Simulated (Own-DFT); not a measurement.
# Point defects and the pressure they add: C40 NbSi2

The numbers are computed, not measured, by runs of the plane-wave DFT program Own-DFT (in-house, retired, unreviewed) at fixed positions, with no spin and no spin-orbit coupling.

All runs used: PBEsol; PseudoDojo norm-conserving scalar-relativistic files, made for PBE; cutoff 42 hartree; 4 x 4 x 5 k mesh centred on Gamma; cold (Marzari-Vanderbilt) smearing of 0.2 eV.

Caveats: forces on such cells failed a check on a denser k mesh; stress not checked against mesh or cutoff.

All runs share one cell, with vectors in Å (0.000, 8.324, 0.000); (-9.613, 0.000, 0.000); (0.000, 0.000, 6.586) and a volume of 527.0 Å³. u is the rms random offset of the atoms per axis. The defect's site can differ from row to row.

| cell | formula | u (Å) | P (GPa) |
|---|---|---|---|
| no defect | Nb12Si24 | 0.0215 | -2.18 |
| no defect | Nb12Si24 | 0.0493 | -1.28 |
| no defect | Nb12Si24 | 0.0496 | -1.11 |
| one Si vacancy | Nb12Si23 | 0.0306 | -2.49 |
| one Si vacancy | Nb12Si23 | 0.0316 | -2.53 |
| one Si vacancy | Nb12Si23 | 0.0492 | -1.89 |
| two Si on a Nb site each | Nb10Si26 | 0.0263 | -1.94 |
| two Si on a Nb site each | Nb10Si26 | 0.0318 | -1.67 |
| two Si on a Nb site each | Nb10Si26 | 0.0519 | -0.60 |
| two Nb vacancies | Nb10Si24 | 0.0300 | -3.41 |
| two Nb vacancies | Nb10Si24 | 0.0339 | -3.12 |
| two Nb vacancies | Nb10Si24 | 0.0546 | -2.23 |
| two Nb on a Si site each | Nb14Si22 | 0.0286 | 3.52 |
| two Nb on a Si site each | Nb14Si22 | 0.0299 | 3.52 |
| two Nb on a Si site each | Nb14Si22 | 0.0497 | ? |
| two Nb on a Si site each | Nb14Si22 | 0.0511 | 3.86 |

## Working it out

P = P0 + c u² + a shift for each defect gives P0 = -2.37 GPa, c = 474 ± 54 GPa/Å² and a scatter of 0.18 GPa. The shifts, and each times the cell's volume:

- two Nb on a Si site each: 5.32 ± 0.15 GPa, 17.5 eV (8.7 eV for each of its 2 sites)
- two Si on a Nb site each: 0.27 ± 0.15 GPa, 0.9 eV (0.4 eV for each of its 2 sites) (not resolved)
- one Si vacancy: -0.62 ± 0.15 GPa, -2.0 eV
- two Nb vacancies: -1.35 ± 0.15 GPa, -4.4 eV (-2.2 eV for each of its 2 sites)

Positive is outwards. The product with the volume (160.2 GPa Å³ to the eV) is nearly free of the cell's size; divided by the bulk modulus at the cell's pressure it gives the volume that the defect adds. The atoms around the defects weren't relaxed, which would change these numbers.

## The run left out

Asked: what pressure belongs in the blank (two Nb on a Si site each, u = 0.0497 Å)?

The fit gives 4.12 ± 0.21 GPa. Computed: 4.01 GPa.
